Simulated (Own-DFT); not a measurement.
# Computed records: Si12O23 (quartz with two neutral oxygen vacancies, strained, atoms displaced)

A calculation, not a measurement: plane-wave PBE and HSE06 DFT by an unreviewed code, no spin, of a simulated cell at Gamma alone, so results move with cell size and shape, stress positive in tension, energies less offsets, not probed for a lower state with spin; oxygen file: force components 24 meV/angstrom off all-electron in a glass; k mesh not checked against a denser one; forces and stress are PBE's, HSE06 gives the energy alone, and its difference from PBE has offsets of its own; offsets are fitted by least squares, one for each functional and potential file, so energies compare only between cells with the same atoms and settings and are not formation energies; the far tail of each file's local potential was reset to the Coulomb form; each entry is a single point on an unrelaxed cell, so the pressure reflects the starting lattice, mostly measured values (interpolated for alloys), from which strain is counted, and rises with the displacements; printed positions are rounded, which can move forces by about a meV/angstrom; the program, named Own-DFT, is a retired in-house code; no spin-orbit coupling. Program: Own-DFT development build.

Common to all runs: first functional PBE; second functional HSE06; exact exchange share 0.25; screening 0.11 1/bohr; exchange divergence Gygi-Baldereschi; potential files PseudoDojo norm-conserving, scalar-relativistic, made for PBE, standard set; wave cutoff 48 hartree; occupations fixed; k mesh 1 x 1 x 1 centred on Gamma.

(1) Si12O23 (quartz with two neutral oxygen vacancies, strained, atoms displaced)

```cif
# cell vector a (Å): 9.6716 0.1847 0.1399
# cell vector b (Å): -4.6758 8.3796 0.0322
# cell vector c (Å): 0.1539 0.1297 10.5999
data_Si12O23
_symmetry_space_group_name_H-M 'P 1'
_symmetry_Int_Tables_number 1
_cell_length_a 9.6744
_cell_length_b 9.5959
_cell_length_c 10.6018
_cell_angle_alpha 89.601
_cell_angle_beta 88.326
_cell_angle_gamma 118.061
_cell_volume 867.91
loop_
_atom_site_label
_atom_site_type_symbol
_atom_site_fract_x
_atom_site_fract_y
_atom_site_fract_z
_atom_site_occupancy
Si1 Si 0.23769 0.00573 0.00194 1
Si2 Si 0.99658 0.22990 0.33332 1
Si3 Si 0.26200 0.26393 0.16978 1
O1 O 0.21095 0.13636 0.06119 1
O2 O 0.43307 0.29048 0.22603 1
O3 O 0.36355 0.06835 0.39569 1
O4 O 0.07649 0.37236 0.43421 1
O5 O 0.13369 0.20930 0.27292 1
O6 O 0.29238 0.42700 0.11119 1
Si4 Si 0.22834 0.99942 0.50004 1
Si5 Si 0.00017 0.23544 0.83076 1
Si6 Si 0.26731 0.26373 0.66241 1
O7 O 0.20263 0.13146 0.55690 1
O8 O 0.35949 0.06835 0.89463 1
O9 O 0.07023 0.36624 0.93831 1
O10 O 0.13014 0.21198 0.77283 1
O11 O 0.29115 0.42504 0.60466 1
Si7 Si 0.23846 0.50490 0.00097 1
Si8 Si 0.99973 0.73830 0.33223 1
Si9 Si 0.26595 0.76545 0.16918 1
O12 O 0.20226 0.63234 0.05614 1
O13 O 0.42491 0.79289 0.22584 1
O14 O 0.36491 0.57785 0.38839 1
O15 O 0.07261 0.86229 0.44497 1
O16 O 0.13157 0.70994 0.27775 1
O17 O 0.28957 0.92303 0.10835 1
Si10 Si 0.22921 0.49842 0.49912 1
Si11 Si 0.00000 0.73183 0.83306 1
Si12 Si 0.26872 0.76850 0.66906 1
O18 O 0.21070 0.63566 0.55767 1
O19 O 0.42710 0.79546 0.72433 1
O20 O 0.35742 0.56553 0.89101 1
O21 O 0.07544 0.86377 0.94104 1
O22 O 0.13571 0.71349 0.76853 1
O23 O 0.29165 0.92312 0.60848 1
Si13 Si 0.73649 0.00209 0.00454 1
Si14 Si 0.50215 0.23447 0.32707 1
Si15 Si 0.76664 0.26337 0.16852 1
O24 O 0.70348 0.13416 0.05880 1
O25 O 0.92104 0.29056 0.22798 1
O26 O 0.86767 0.06861 0.39154 1
O27 O 0.57064 0.36863 0.44192 1
O28 O 0.63705 0.20995 0.27165 1
O29 O 0.79477 0.42591 0.10647 1
Si16 Si 0.73069 0.00062 0.49639 1
Si17 Si 0.49456 0.23426 0.83049 1
Si18 Si 0.76368 0.26289 0.66815 1
O30 O 0.71047 0.13372 0.55875 1
O31 O 0.92169 0.29532 0.72870 1
O32 O 0.86535 0.07277 0.89414 1
O33 O 0.57109 0.36352 0.93729 1
O34 O 0.79063 0.42289 0.60948 1
Si19 Si 0.73498 0.50255 0.99972 1
Si20 Si 0.50249 0.73170 0.33106 1
Si21 Si 0.76944 0.76496 0.16497 1
O35 O 0.71688 0.64183 0.05659 1
O36 O 0.92779 0.79448 0.22278 1
O37 O 0.86465 0.56607 0.38851 1
O38 O 0.57044 0.86500 0.43917 1
O39 O 0.63557 0.70514 0.27322 1
O40 O 0.79209 0.92474 0.10247 1
Si22 Si 0.74139 0.50095 0.50019 1
Si23 Si 0.50244 0.73430 0.83393 1
Si24 Si 0.75614 0.76441 0.66700 1
O41 O 0.69865 0.62830 0.55894 1
O42 O 0.91900 0.78889 0.73009 1
O43 O 0.86935 0.57787 0.89531 1
O44 O 0.57110 0.86378 0.93809 1
O45 O 0.63106 0.70578 0.77025 1
O46 O 0.79376 0.92906 0.60345 1
```

- PBE energy of cell above offsets: -17.254 eV
- HSE06 less PBE above offsets: -0.949 eV
- PBE pressure: 16.75 GPa
- PBE stress xx: -19.36 GPa
- PBE stress yy: -13.8 GPa
- PBE stress zz: -17.09 GPa
- PBE stress yz: 4.88 GPa
- PBE stress xz: 6.82 GPa
- PBE stress xy: 5.23 GPa

Force:
```
element  x (eV/Å)  y (eV/Å)  z (eV/Å)
     Si     -1.69    -5.359     0.115
     Si    -1.113     2.288     1.183
     Si     3.977     0.922     -1.48
      O    -2.112     1.886     1.029
      O    -4.694     1.232    -4.214
      O     1.589     1.526    -2.233
      O     -1.09    -1.477    -0.321
      O     0.148    -1.908     1.774
      O     0.013     1.193    -0.195
     Si     2.512    -2.755     0.211
     Si     -3.28     0.642     3.269
     Si     2.726    -0.611     3.088
      O     -2.46     1.881     0.714
      O     3.083     1.799    -3.252
      O     0.622     1.287     1.427
      O     4.468    -1.309    -2.072
      O     0.201     0.993    -0.065
     Si    -2.348    -4.837     0.174
     Si    -1.765    -0.644     2.506
     Si    -0.194    -2.015    -0.912
      O    -1.687     2.755     2.183
      O      1.23     0.518    -0.259
      O     -0.15    -2.197     0.562
      O    -1.372    -0.553    -0.376
      O     3.199    -1.029    -1.053
      O    -0.174     1.842      -0.1
     Si     1.401     0.042    -1.443
     Si    -1.144     2.854     0.809
     Si     1.486    -1.996    -2.579
      O    -1.679     1.888     1.455
      O     2.115     0.153      1.02
      O     3.322     2.458    -3.352
      O     0.043     0.986     0.801
      O    -0.025    -2.177     1.858
      O    -1.431     3.374    -1.683
     Si    -2.335    -1.447    -3.958
     Si     -0.43    -0.686     6.994
     Si    -0.019     0.467    -3.028
      O    -1.194     0.998       0.7
      O     2.192     0.482     0.369
      O     0.467     -0.64    -0.721
      O     0.713    -0.464    -0.536
      O     0.733    -1.978     1.637
      O    -0.402     0.871    -0.206
     Si     0.388    -3.061    -0.585
     Si     0.451    -0.219    -3.891
     Si    -2.918    -2.134     2.217
      O    -2.072     2.084     0.765
      O     0.584     0.621     -0.42
      O     0.693     0.072    -1.056
      O     0.431     1.824     1.559
      O     0.226     1.877    -0.228
     Si     0.199    -3.144    -0.774
     Si    -2.301     1.745      1.24
     Si    -0.598     0.187     0.224
      O    -1.738     0.145    -0.208
      O     0.724     0.903     0.061
      O     1.397     1.511    -1.613
      O     0.131     0.515      0.11
      O     2.177    -0.762    -0.543
      O     1.635    -0.313     2.549
     Si    -3.271    -2.155    -0.536
     Si    -3.794    -0.601     0.699
     Si     4.972     0.443    -3.227
      O    -0.484     1.498     0.726
      O    -1.005     0.414    -1.255
      O     0.393    -2.138    -0.402
      O     0.656     1.688     1.812
      O    -0.521    -2.344     2.451
      O     0.195     0.091     0.485
```

(2) Si12O23 (quartz with two neutral oxygen vacancies, strained, atoms displaced)

```cif
# cell vector a (Å): 9.9272 -0.0200 0.1837
# cell vector b (Å): -4.9810 8.6009 -0.0910
# cell vector c (Å): 0.2021 0.0011 10.8224
data_Si12O23
_symmetry_space_group_name_H-M 'P 1'
_symmetry_Int_Tables_number 1
_cell_length_a 9.9289
_cell_length_b 9.9395
_cell_length_c 10.8243
_cell_angle_alpha 91.056
_cell_angle_beta 87.870
_cell_angle_gamma 120.196
_cell_volume 922.65
loop_
_atom_site_label
_atom_site_type_symbol
_atom_site_fract_x
_atom_site_fract_y
_atom_site_fract_z
_atom_site_occupancy
Si1 Si 0.23175 0.99911 0.99629 1
Si2 Si 0.99660 0.23018 0.33503 1
Si3 Si 0.26942 0.26646 0.16824 1
O1 O 0.20179 0.13072 0.06063 1
O2 O 0.43005 0.29572 0.22222 1
O3 O 0.36578 0.07033 0.39233 1
O4 O 0.07645 0.36847 0.44229 1
O5 O 0.13200 0.20069 0.27322 1
O6 O 0.28759 0.42833 0.10603 1
Si4 Si 0.23655 0.99785 0.50205 1
Si5 Si 0.99667 0.23308 0.83753 1
Si6 Si 0.26523 0.26524 0.66950 1
O7 O 0.20330 0.12653 0.56182 1
O8 O 0.43070 0.29368 0.72400 1
O9 O 0.36440 0.07524 0.89416 1
O10 O 0.07564 0.36832 0.93692 1
O11 O 0.13553 0.21197 0.77222 1
O12 O 0.29150 0.42623 0.60390 1
Si7 Si 0.23464 0.50183 0.00277 1
Si8 Si 0.99730 0.73348 0.33242 1
Si9 Si 0.26154 0.75907 0.16358 1
O13 O 0.20841 0.63703 0.06174 1
O14 O 0.42471 0.79562 0.23057 1
O15 O 0.37424 0.57533 0.39537 1
O16 O 0.07314 0.87162 0.43955 1
O17 O 0.13471 0.70931 0.27285 1
O18 O 0.29281 0.92184 0.10689 1
Si10 Si 0.23949 0.50564 0.50130 1
Si11 Si 0.00430 0.73544 0.83826 1
Si12 Si 0.26987 0.76646 0.66491 1
O19 O 0.20935 0.63386 0.55697 1
O20 O 0.42792 0.78918 0.72809 1
O21 O 0.35897 0.57132 0.89179 1
O22 O 0.07791 0.86675 0.93759 1
O23 O 0.12801 0.69985 0.77087 1
O24 O 0.29929 0.93013 0.60377 1
Si13 Si 0.73576 0.00179 0.00219 1
Si14 Si 0.49827 0.23633 0.33868 1
Si15 Si 0.76627 0.26595 0.16660 1
O25 O 0.70574 0.13453 0.05696 1
O26 O 0.92602 0.29329 0.22971 1
O27 O 0.86958 0.07631 0.39362 1
O28 O 0.57372 0.37068 0.44681 1
O29 O 0.63265 0.20209 0.27441 1
O30 O 0.79465 0.42806 0.10817 1
Si16 Si 0.72968 0.99390 0.50127 1
Si17 Si 0.49976 0.23808 0.83172 1
Si18 Si 0.76726 0.26206 0.66656 1
O31 O 0.70000 0.12778 0.55783 1
O32 O 0.93458 0.29664 0.72574 1
O33 O 0.86698 0.07033 0.89173 1
O34 O 0.63276 0.20655 0.77704 1
O35 O 0.78979 0.42311 0.60632 1
Si19 Si 0.73279 0.50523 0.99047 1
Si20 Si 0.50118 0.74057 0.33464 1
Si21 Si 0.76155 0.76737 0.16594 1
O36 O 0.70296 0.63310 0.05648 1
O37 O 0.93262 0.79149 0.22490 1
O38 O 0.86412 0.57003 0.39189 1
O39 O 0.57373 0.86886 0.44087 1
O40 O 0.63164 0.70284 0.27564 1
O41 O 0.79429 0.93222 0.10983 1
Si22 Si 0.73950 0.49889 0.50202 1
Si23 Si 0.49984 0.73260 0.82999 1
Si24 Si 0.76381 0.76554 0.66762 1
O42 O 0.70266 0.63339 0.55775 1
O43 O 0.92816 0.79087 0.72087 1
O44 O 0.57530 0.86749 0.94797 1
O45 O 0.63422 0.70545 0.77684 1
O46 O 0.78996 0.92601 0.60966 1
```

- PBE energy of cell above offsets: -22.107 eV
- HSE06 less PBE above offsets: 0.660 eV
- PBE pressure: 2.18 GPa
- PBE stress xx: -1.81 GPa
- PBE stress yy: -1.98 GPa
- PBE stress zz: -2.75 GPa
- PBE stress yz: 0.04 GPa
- PBE stress xz: 5.3 GPa
- PBE stress xy: -0.35 GPa

Force:
```
element  x (eV/Å)  y (eV/Å)  z (eV/Å)
     Si      1.11     -0.38     4.034
     Si      1.02     3.646    -0.776
     Si    -1.203     0.084    -1.037
      O     0.211     0.395     0.104
      O     1.104    -0.131     1.295
      O     0.425     0.559     -0.49
      O     0.001    -0.291    -0.537
      O    -0.366     0.228      0.37
      O     1.322    -1.312     1.316
     Si    -1.398    -0.646      -0.9
     Si     0.592     1.104    -1.736
     Si     1.099     0.739    -2.901
      O    -0.291     1.559     1.233
      O    -0.948     0.165    -0.529
      O     1.405     0.986    -1.686
      O    -0.223     0.761     1.345
      O    -1.185    -0.945      1.86
      O     0.827    -0.718     0.981
     Si     -1.13     -1.23    -0.584
     Si     0.573     0.949     0.768
     Si     0.807     3.871     2.812
      O      0.14    -2.845    -2.692
      O     0.031    -0.314    -0.238
      O     0.132     0.257    -0.418
      O     0.149    -0.927    -0.197
      O    -0.511    -0.825     1.026
      O    -1.292     1.237    -1.746
     Si       0.6    -3.242    -1.251
     Si    -3.869    -2.998    -1.476
     Si    -0.518     0.075     0.028
      O    -1.234     2.172     1.326
      O    -1.178     0.604    -1.227
      O     1.362     1.208    -1.236
      O    -0.779     0.984     0.975
      O     1.691     0.197    -0.724
      O     1.117    -1.402     1.365
     Si    -0.033    -0.737     0.075
     Si     0.759     0.731    -1.372
     Si     0.304     0.481     -0.16
      O    -0.105     0.793     0.534
      O     0.056    -0.228    -0.203
      O    -1.312    -3.107      1.68
      O    -0.426    -1.325    -1.043
      O    -1.369     0.198     0.891
      O    -1.057     0.751    -1.459
     Si     1.705     1.306     0.196
     Si     0.146     1.519      1.95
     Si     0.403     0.413    -0.007
      O    -0.106     0.956     1.064
      O    -1.504    -0.603     -0.37
      O     0.021    -0.625     0.107
      O     1.338    -0.313    -0.701
      O     0.991    -0.704     0.942
     Si     2.633    -1.803     -1.18
     Si    -0.554    -1.114    -1.063
     Si     2.627    -0.038     0.187
      O    -0.984     1.362     1.066
      O    -3.009     0.062    -1.632
      O     0.926     0.487    -0.756
      O    -0.642    -0.367     0.071
      O    -0.178     0.347     0.053
      O      0.35    -0.391      0.26
     Si    -2.093     0.451     0.533
     Si    -0.755     0.738     3.502
     Si     2.136    -0.425    -0.957
      O     0.554     0.031     0.434
      O      0.31    -0.246     1.059
      O    -0.627    -1.979    -1.993
      O     0.341    -0.497     0.214
      O     -0.44     0.298    -0.388
```

(3) Si12O23 (quartz with two neutral oxygen vacancies, strained, atoms displaced)

```cif
# cell vector a (Å): 9.8558 0.0568 -0.0515
# cell vector b (Å): -4.8787 8.3874 0.1204
# cell vector c (Å): -0.0566 0.1203 10.9901
data_Si12O23
_symmetry_space_group_name_H-M 'P 1'
_symmetry_Int_Tables_number 1
_cell_length_a 9.8561
_cell_length_b 9.7038
_cell_length_c 10.9909
_cell_angle_alpha 88.599
_cell_angle_beta 90.591
_cell_angle_gamma 119.856
_cell_volume 911.40
loop_
_atom_site_label
_atom_site_type_symbol
_atom_site_fract_x
_atom_site_fract_y
_atom_site_fract_z
_atom_site_occupancy
Si1 Si 0.23442 0.00432 0.99867 1
Si2 Si 0.99288 0.23516 0.33589 1
Si3 Si 0.26823 0.26556 0.17065 1
O1 O 0.21191 0.13879 0.05646 1
O2 O 0.42561 0.29391 0.22915 1
O3 O 0.36970 0.07625 0.39067 1
O4 O 0.07812 0.36737 0.43852 1
O5 O 0.12572 0.20635 0.27597 1
O6 O 0.30031 0.42851 0.10963 1
Si4 Si 0.23319 0.99722 0.50255 1
Si5 Si 0.00160 0.23587 0.83133 1
Si6 Si 0.26095 0.25912 0.66714 1
O7 O 0.20720 0.13646 0.56159 1
O8 O 0.42647 0.28543 0.72848 1
O9 O 0.36919 0.07489 0.89169 1
O10 O 0.06426 0.36170 0.94031 1
O11 O 0.13377 0.20372 0.77731 1
O12 O 0.29324 0.42274 0.60825 1
Si7 Si 0.23711 0.50267 0.00042 1
Si8 Si 0.00040 0.73278 0.33016 1
Si9 Si 0.26285 0.76356 0.17370 1
O13 O 0.20684 0.63907 0.05591 1
O14 O 0.42701 0.79376 0.22759 1
O15 O 0.36877 0.57673 0.39774 1
O16 O 0.07382 0.86829 0.43784 1
O17 O 0.12769 0.70681 0.27310 1
O18 O 0.29497 0.92631 0.10871 1
Si10 Si 0.23276 0.50361 0.50116 1
Si11 Si 0.00630 0.73688 0.83427 1
Si12 Si 0.25875 0.76021 0.66609 1
O19 O 0.20467 0.62809 0.55721 1
O20 O 0.42628 0.78519 0.72790 1
O21 O 0.36753 0.56949 0.89158 1
O22 O 0.07875 0.86978 0.94017 1
O23 O 0.28806 0.92436 0.60296 1
Si13 Si 0.73404 0.00419 0.00022 1
Si14 Si 0.50789 0.24151 0.33770 1
Si15 Si 0.76212 0.25920 0.16795 1
O24 O 0.70824 0.13507 0.06038 1
O25 O 0.92210 0.29070 0.22354 1
O26 O 0.87019 0.07634 0.39208 1
O27 O 0.57892 0.36887 0.44022 1
O28 O 0.63691 0.21397 0.27156 1
O29 O 0.78722 0.42288 0.10431 1
Si16 Si 0.74224 0.00568 0.50261 1
Si17 Si 0.49558 0.23053 0.83493 1
Si18 Si 0.76279 0.26412 0.66710 1
O30 O 0.71071 0.13801 0.56185 1
O31 O 0.92900 0.29386 0.72967 1
O32 O 0.86950 0.07511 0.89706 1
O33 O 0.57410 0.36481 0.93755 1
O34 O 0.64492 0.21401 0.77726 1
O35 O 0.79744 0.42673 0.60867 1
Si19 Si 0.73867 0.50141 0.00686 1
Si20 Si 0.50405 0.73227 0.33109 1
Si21 Si 0.76634 0.76297 0.16511 1
O36 O 0.71297 0.62977 0.05763 1
O37 O 0.92568 0.78998 0.22210 1
O38 O 0.86465 0.57654 0.39262 1
O39 O 0.57227 0.86411 0.44273 1
O40 O 0.63857 0.71245 0.27363 1
O41 O 0.78813 0.91962 0.10590 1
Si22 Si 0.73245 0.50209 0.49824 1
Si23 Si 0.50539 0.74003 0.83494 1
Si24 Si 0.76761 0.76421 0.66412 1
O42 O 0.71023 0.63453 0.55804 1
O43 O 0.85856 0.56941 0.89337 1
O44 O 0.57660 0.86669 0.93926 1
O45 O 0.63264 0.70167 0.76934 1
O46 O 0.79630 0.92917 0.60740 1
```

- PBE energy of cell above offsets: -20.522 eV
- HSE06 less PBE above offsets: 0.131 eV
- PBE pressure: 6.77 GPa
- PBE stress xx: -5.22 GPa
- PBE stress yy: -10.29 GPa
- PBE stress zz: -4.8 GPa
- PBE stress yz: 2.26 GPa
- PBE stress xz: -0.77 GPa
- PBE stress xy: 2.72 GPa

Force:
```
element  x (eV/Å)  y (eV/Å)  z (eV/Å)
     Si      2.55    -0.218      0.84
     Si     2.414     2.865    -1.907
     Si    -2.258    -1.814     0.121
      O    -0.817     1.124     1.267
      O     1.678     0.411     0.983
      O    -0.807     -1.11     1.665
      O    -1.019    -0.136    -0.023
      O     1.795     0.149    -1.415
      O    -1.213     1.629    -1.073
     Si    -1.546     2.602    -3.686
     Si     0.545    -0.285     1.653
     Si     1.064     0.753     2.128
      O     0.407    -2.038    -1.559
      O     -2.22     0.544    -2.362
      O    -1.361    -3.842     1.988
      O     1.572     2.167     1.283
      O     0.682    -0.302    -0.381
      O    -1.033     1.665        -1
     Si    -0.509    -1.453    -0.585
     Si    -2.438     1.962     1.693
     Si     0.567    -0.276    -2.551
      O     0.152      0.09     1.053
      O     0.156     -0.08     0.048
      O     0.048    -0.721     -0.18
      O    -0.168    -0.595    -0.614
      O     2.552    -1.027    -0.448
      O    -0.895     1.168     -0.78
     Si     3.826    -3.384    -1.005
     Si    -1.123    -0.985    -2.546
     Si     0.031    -0.967     2.342
      O    -2.777     3.548     2.206
      O    -2.693     0.995    -2.141
      O    -0.204     0.182     0.588
      O     -0.85    -0.975    -0.412
      O     2.201    -0.883     2.215
     Si     1.758    -0.926    -0.584
     Si    -1.102    -1.358    -1.827
     Si    -0.664     1.193    -1.355
      O    -0.903    -0.043     0.093
      O     1.188     0.537     0.823
      O    -1.605    -3.141     1.994
      O    -1.109    -0.327     0.241
      O    -0.523    -0.765     1.264
      O      2.85    -1.721     3.401
     Si    -2.009    -1.343    -1.786
     Si     3.943     3.523    -0.182
     Si     1.848     0.139     1.714
      O     0.091    -1.002    -1.106
      O    -1.599     0.454    -2.249
      O    -0.311    -0.881     0.142
      O      0.31     0.744     0.997
      O    -1.987     -1.07     1.208
      O    -1.511     2.423    -2.138
     Si    -1.308    -2.862     -6.06
     Si    -1.261      1.58     1.995
     Si    -0.149     -1.81     -0.33
      O    -3.193     3.834     2.696
      O     0.948     0.377     0.382
      O    -0.068    -1.056      0.23
      O     1.054       0.9    -0.156
      O     1.203    -0.898      -0.4
      O    -0.932      2.17    -1.056
     Si     3.137    -0.026     1.585
     Si     1.448    -2.421    -0.302
     Si      2.17    -0.777     2.859
      O    -1.171     0.741    -0.007
      O     1.716      1.48    -0.871
      O    -0.389     0.579     0.549
      O    -0.673     0.192     0.575
      O     0.496     0.795     0.256
```
